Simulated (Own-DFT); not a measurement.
# Point defects and the pressure they add: wurtzite GaN

Source: density functional calculations with Own-DFT, an unreviewed in-house program that is no longer used. Nothing was measured or relaxed, and spin and spin-orbit coupling are left out.

Method: PBE; PseudoDojo norm-conserving scalar-relativistic files; cutoff 42 hartree; 4 x 4 x 3 k mesh centred on Gamma; Fermi-Dirac smearing of 0.1 eV.

Keep in mind (not all hold for every row): not probed for a lower state with spin; forces not confirmed at this smearing and k mesh; stress not checked against mesh or cutoff.

All runs share one cell, with vectors in Å (9.567, 0.000, 0.000); (-4.784, 8.285, 0.000); (0.000, 0.000, 10.370) and a volume of 822.0 Å³. u is the rms random offset of the atoms per axis. The defect's site can differ from row to row.

```
cell,formula,u (Å),P (GPa)
no defect,Ga36N36,0.0192,5.85
no defect,Ga36N36,0.0500,7.66
no defect,Ga36N36,0.0550,7.92
one N on a Ga site,Ga35N37,0.0303,5.43
one N on a Ga site,Ga35N37,0.0306,5.57
one N on a Ga site,Ga35N37,0.0518,7.05
one Ga on an N site,Ga37N35,0.0291,12.37
one Ga on an N site,Ga37N35,0.0301,12.09
one Ga on an N site,Ga37N35,0.0485,?
one Ga on an N site,Ga37N35,0.0504,13.59
```

## Fit

P = P0 + c u² + a shift for each defect gives P0 = 5.52 GPa, c = 828 ± 47 GPa/Å² and a scatter of 0.13 GPa. The shifts, and each times the cell's volume:

- one Ga on an N site: 5.98 ± 0.11 GPa, 30.7 eV
- one N on a Ga site: -0.76 ± 0.11 GPa, -3.9 eV

Positive is outwards. The product with the volume (160.2 GPa Å³ to the eV) is nearly free of the cell's size; divided by the bulk modulus at the cell's pressure it gives the volume that the defect adds. The atoms around the defects weren't relaxed, which would change these numbers.

## Prediction

Asked: what pressure belongs in the blank (one Ga on an N site, u = 0.0485 Å)?

Estimate: 13.45 ± 0.16 GPa. Computed: 13.88 GPa.
